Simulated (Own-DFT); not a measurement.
# How strain changes the stress of 4H SiC, 32 atoms (C16Si16)

Calculated results; nothing here was measured. The program, named Own-DFT, is a retired in-house plane-wave density functional code that no person has reviewed. Each row is one single-point run on a periodic cell that was not relaxed, without spin or spin-orbit coupling.

Settings of every run: PBE; PseudoDojo norm-conserving scalar-relativistic files; cutoff 42 hartree; 5 x 5 x 3 k mesh centred on Gamma; Fermi-Dirac smearing of 0.1 eV.

Known limits: forces on such cells passed a denser k mesh, each cell not checked; stress not checked against mesh or cutoff.

Unstrained cell vectors in Å: (6.165, 0.000, 0.000); (-3.083, 5.339, 0.000); (0.000, 0.000, 10.068). The unstrained cell has measured lattice constants (interpolated for alloys), not those of this functional. That, the random moves and any unrelaxed bonds set the pressure at no strain. Each run strains this cell uniformly, with the atoms carried along. Every atom was also moved at random, by a Gaussian of width 0.05 Å on each axis. Strain is the symmetric tensor, in per cent. Stress is positive in tension, and the pressure is minus a third of its trace.

```
run,e_xx (%),e_yy (%),e_zz (%),e_yz (%),e_xz (%),e_xy (%),s_xx (GPa),s_yy (GPa),s_zz (GPa),s_yz (GPa),s_xz (GPa),s_xy (GPa),P (GPa),E (meV/atom)
1,-1.13,1.38,-0.51,-0.62,-1.80,0.33,-9.79,1.30,-7.79,-2.62,-5.20,-0.74,5.43,7.9
2,0.85,1.42,-1.50,-0.45,-0.80,1.67,-1.49,2.20,-15.82,-1.81,-3.79,4.56,5.04,68.4
3,0.42,1.89,-0.48,0.42,1.40,-1.13,-1.34,6.47,-7.77,1.18,4.96,-5.80,0.88,3.5
4,1.51,-0.56,-0.09,-0.44,1.82,-1.35,2.78,-4.51,-6.29,0.17,5.49,-7.01,2.67,0.0
5,-1.42,1.67,-1.03,0.60,-0.60,-0.58,-13.56,1.99,-15.25,2.11,-2.67,-3.83,8.94,83.2
6,-0.68,0.20,-1.78,-1.60,-0.45,0.94,-7.81,-7.05,-17.04,-4.98,-0.39,3.35,10.63,39.9
7,-1.45,-0.68,-1.77,-1.20,0.96,0.61,-15.13,-12.57,-17.60,-4.54,3.52,1.87,15.10,55.7
8,-0.79,0.91,-1.38,1.56,-0.32,1.03,-6.50,-3.83,-13.98,5.65,-1.26,6.61,8.10,19.9
9,1.53,-1.96,-1.37,1.48,0.65,-1.50,1.55,-17.95,-16.28,7.49,2.05,-8.06,10.89,69.6
10,1.62,-1.29,0.24,-1.20,-0.84,-0.55,0.14,-9.68,-3.15,-3.50,-2.66,-5.43,4.23,35.2
11,1.80,1.48,-0.65,0.76,0.62,-1.66,5.31,4.34,-9.84,2.31,3.19,-5.90,0.06,38.3
12,1.40,-0.50,0.13,-1.45,1.40,1.78,1.27,-8.61,-4.31,-2.80,3.59,10.10,3.88,53.7
13,1.79,0.94,-0.09,-1.80,1.10,1.82,3.40,1.39,-5.54,-5.34,4.48,7.42,0.25,47.0
14,1.20,1.27,1.57,1.23,0.80,1.33,3.72,5.86,2.22,3.76,2.42,6.05,-3.94,4.1
15,1.32,-0.51,-1.46,-0.72,0.89,0.64,0.99,-8.59,-14.24,-3.18,2.29,3.49,7.28,36.0
16,0.00,-1.52,1.33,-0.90,-0.78,-1.74,?,?,?,?,?,?,?,?
```

E is the free energy for each atom above the lowest run shown.

## Worked fit

Each stress component was fitted by least squares to a constant and the strains of the runs shown, as fractions, with shears doubled. Shear strains stay in the fit of a normal stress only where such slopes are resolved. The slopes, in GPa:

```
stress  at no strain  per e_xx  per e_yy  per e_zz  scatter
  s_xx          -5.3  516 ± 40   85 ± 37   26 ± 52     1.51
  s_yy          -4.9   95 ± 32  583 ± 29  155 ± 41     1.20
  s_zz          -6.1   26 ± 37    6 ± 34  620 ± 48     1.38
```

Each shear stress against twice its own strain: yz 174 ± 13, xz 162 ± 13, xy 247 ± 20 GPa. These are stiffnesses along x, y and z of the frame in which the cell vectors are given, which need not be the crystal's axes. The atoms are held to the strained lattice; where symmetry lets them move under strain, relaxing them would lower some slopes. The table should be nearly symmetric about its diagonal, and what it lacks of that shows the noise. A ninth of its sum, 235 ± 10 GPa, estimates the bulk modulus near the mean pressure of these runs, 5.3 GPa, so it lies above the value at zero pressure.

## Withheld run

Question: what normal stresses and pressure should run 16 give?

The fit gives s_xx = -6.3, s_yy = -11.8, s_zz = 2.0 and P = 5.3 GPa. The calculation gave -6.37, -13.08, 0.07 and P = 6.46 GPa.
